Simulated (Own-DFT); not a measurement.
# Computed records: SiC (3C silicon carbide, strained, atoms displaced)

All values are calculated (Own-DFT development build). A calculation, not a measurement: plane-wave PBE density functional theory by an unreviewed code, no spin, of a simulated periodic cell, stress positive in tension, free energy of the whole cell less one offset for each atom, forces on such cells passed a denser k mesh, this cell's mesh not checked; offsets are fitted by least squares, one for each functional and potential file, so energies compare only between cells with the same atoms and settings and are not formation energies; the far tail of each file's local potential was reset to the Coulomb form; each entry is a single point on an unrelaxed cell, so the pressure reflects the starting lattice, mostly measured values (interpolated for alloys), from which strain is counted, and rises with the displacements; printed positions are rounded, which can move forces by about a meV/angstrom; the program, named Own-DFT, is a retired in-house code; no spin-orbit coupling.

```yaml
- formula: SiC
  kind: "3C silicon carbide, strained, atoms displaced"
  structure:
    cell_angstrom:
      - [8.8546, -0.1525, 0.0204]
      - [-0.1525, 8.7685, -0.0299]
      - [0.0204, -0.0299, 8.7008]
    atoms_fractional:
      - [Si, 0.00746, 0.99727, 0.00067]
      - [Si, 0.99716, 0.26013, 0.24882]
      - [Si, 0.24818, 0.00646, 0.24122]
      - [Si, 0.24496, 0.26021, 0.00686]
      - [C, 0.12801, 0.12073, 0.13277]
      - [C, 0.11828, 0.37815, 0.37383]
      - [C, 0.38636, 0.13451, 0.37564]
      - [C, 0.37802, 0.37955, 0.12483]
      - [Si, 0.00085, 0.99831, 0.4991]
      - [Si, 0.00622, 0.24832, 0.74098]
      - [Si, 0.2589, 0.99645, 0.75177]
      - [Si, 0.2526, 0.25095, 0.49843]
      - [C, 0.13961, 0.13129, 0.61635]
      - [C, 0.13316, 0.37433, 0.87191]
      - [C, 0.37689, 0.11991, 0.88123]
      - [C, 0.37616, 0.36982, 0.62354]
      - [Si, 0.00114, 0.50323, 0.00137]
      - [Si, 0.00056, 0.75768, 0.24765]
      - [Si, 0.25521, 0.49722, 0.2487]
      - [Si, 0.24537, 0.75146, 0.00888]
      - [C, 0.12611, 0.63116, 0.12641]
      - [C, 0.128, 0.88363, 0.37666]
      - [C, 0.37144, 0.61453, 0.36615]
      - [C, 0.37485, 0.88116, 0.12361]
      - [Si, 0.00934, 0.49957, 0.50419]
      - [Si, 0.00253, 0.74653, 0.74227]
      - [Si, 0.25194, 0.50677, 0.74792]
      - [Si, 0.2583, 0.74783, 0.49616]
      - [C, 0.12823, 0.6247, 0.63059]
      - [C, 0.124, 0.87905, 0.87195]
      - [C, 0.3738, 0.62852, 0.87652]
      - [C, 0.37532, 0.88094, 0.64405]
      - [Si, 0.5049, 0.00281, 0.0052]
      - [Si, 0.50974, 0.2558, 0.2454]
      - [Si, 0.74873, 0.00183, 0.25247]
      - [Si, 0.74784, 0.23945, 0.99508]
      - [C, 0.62115, 0.12382, 0.12996]
      - [C, 0.62285, 0.36984, 0.37408]
      - [C, 0.86726, 0.12414, 0.37629]
      - [C, 0.88239, 0.381, 0.12545]
      - [Si, 0.49804, 0.99378, 0.50847]
      - [Si, 0.50263, 0.24982, 0.74981]
      - [Si, 0.74787, 0.99775, 0.74423]
      - [Si, 0.74786, 0.24645, 0.50021]
      - [C, 0.62931, 0.12992, 0.62398]
      - [C, 0.62328, 0.37153, 0.87667]
      - [C, 0.88341, 0.12705, 0.87263]
      - [C, 0.87689, 0.36908, 0.64]
      - [Si, 0.50464, 0.49871, 0.9932]
      - [Si, 0.50416, 0.75236, 0.25023]
      - [Si, 0.74853, 0.50826, 0.24773]
      - [Si, 0.75287, 0.74749, 0.00708]
      - [C, 0.62695, 0.62865, 0.12328]
      - [C, 0.63331, 0.88189, 0.37674]
      - [C, 0.87449, 0.62238, 0.37084]
      - [C, 0.87744, 0.87225, 0.13484]
      - [Si, 0.49978, 0.49655, 0.50657]
      - [Si, 0.49934, 0.76291, 0.75384]
      - [Si, 0.75122, 0.50525, 0.75588]
      - [Si, 0.75585, 0.74973, 0.49505]
      - [C, 0.62855, 0.62132, 0.63625]
      - [C, 0.62543, 0.87001, 0.86935]
      - [C, 0.86322, 0.62633, 0.87448]
      - [C, 0.86596, 0.87109, 0.61925]
  settings:
    functional: PBE
    potential_files: "PseudoDojo norm-conserving, scalar-relativistic, standard set"
    "wave_cutoff [hartree]": 42.0
    occupations: Fermi-Dirac
    "smearing_width [eV]": 0.1
    hardware: "one NVIDIA H100"
    k_mesh: "4 x 4 x 4 centred on Gamma"
  results:
    "free_energy_of_cell_above_offsets [eV]": "-5.875"
    "pressure [GPa]": 1.1
    "stress_xx [GPa]": 1.1
    "stress_yy [GPa]": -1.45
    "stress_zz [GPa]": -2.96
    "stress_yz [GPa]": -2.42
    "stress_xz [GPa]": 0.36
    "stress_xy [GPa]": -8.3
    force_element: [Si, Si, Si, Si, C, C, C, C, Si, Si, Si, Si, C, C, C, C, Si, Si, Si, Si, C, C, C, C, Si, Si, Si, Si, C, C, C, C, Si, Si, Si, Si, C, C, C, C, Si, Si, Si, Si, C, C, C, C, Si, Si, Si, Si, C, C, C, C, Si, Si, Si, Si, C, C, C, C]
    "force_x [eV/angstrom]": [-1.361, -0.381, 2.251, 1.222, -1.592, 2.112, -1.373, 0.339, -0.124, 0.717, -2.399, 0.993, -2.468, -1.307, 0.168, -0.242, 0.19, 0.724, -2.097, 1.386, -0.545, 0.412, 2.282, 0.261, -2.392, -1.491, 0.928, -1.053, 0.43, 0.145, 0.418, 1.015, -0.96, -2.065, 0.557, 1.134, 1.943, 1.629, 1.821, -2.029, 0.722, -0.883, 0.765, 0.879, -1.195, 0.81, -0.65, -0.395, -1.046, -0.685, 0.174, -0.109, -0.771, -2.178, 1.219, -0.695, 0.729, -0.122, -0.686, -1.516, -1.124, 1.488, 3.356, 2.717]
    "force_y [eV/angstrom]": [0.718, -2.104, -0.399, -1.959, 2.464, -0.163, -1.584, -0.339, 1.079, -0.16, 2.623, 0.646, -2.404, 0.783, 1.396, 1.25, 0.068, -1.479, -0.306, 0.564, -1.013, -1.464, 2.561, -0.988, -0.249, 1.132, -1.453, 0.687, 0.469, -1.248, 0.302, -2.154, -0.813, -0.71, 0.356, 1.678, -0.002, 2.162, 0.774, -0.796, 2.183, -0.617, 0.572, 1.401, -1.535, 0.189, -1.487, 1.534, 0.836, 0.154, -1.937, 1.294, -0.639, -2.065, 0.908, 1.368, 0.096, -3.618, -2.35, -1.329, 1.324, 2.131, 0.769, 0.892]
    "force_z [eV/angstrom]": [-0.151, 0.43, 2.755, -1.119, -1.527, 0.379, -0.337, 0.091, 0.062, 1.496, 1.239, -1.854, 1.896, 0.428, -0.097, 0.974, -1.296, 1.505, -0.996, -2.209, 0.719, -0.262, 2.691, 0.847, -0.289, 1.475, 0.789, 0.388, -1.461, 0.199, 0.208, -4.142, -1.636, 0.505, -0.715, 0.456, -0.656, 0.693, -0.058, -0.433, -1.382, 0.175, 0.776, -0.2, 1.03, 0.039, 0.19, -2.478, 0.537, -0.234, 0.19, -1.601, 0.532, 0.831, 1.225, -1.756, -0.928, 0.006, -0.859, 0.007, -2.088, 2.816, 1.183, 1.0]
    "wall_time [s]": 365.9
```
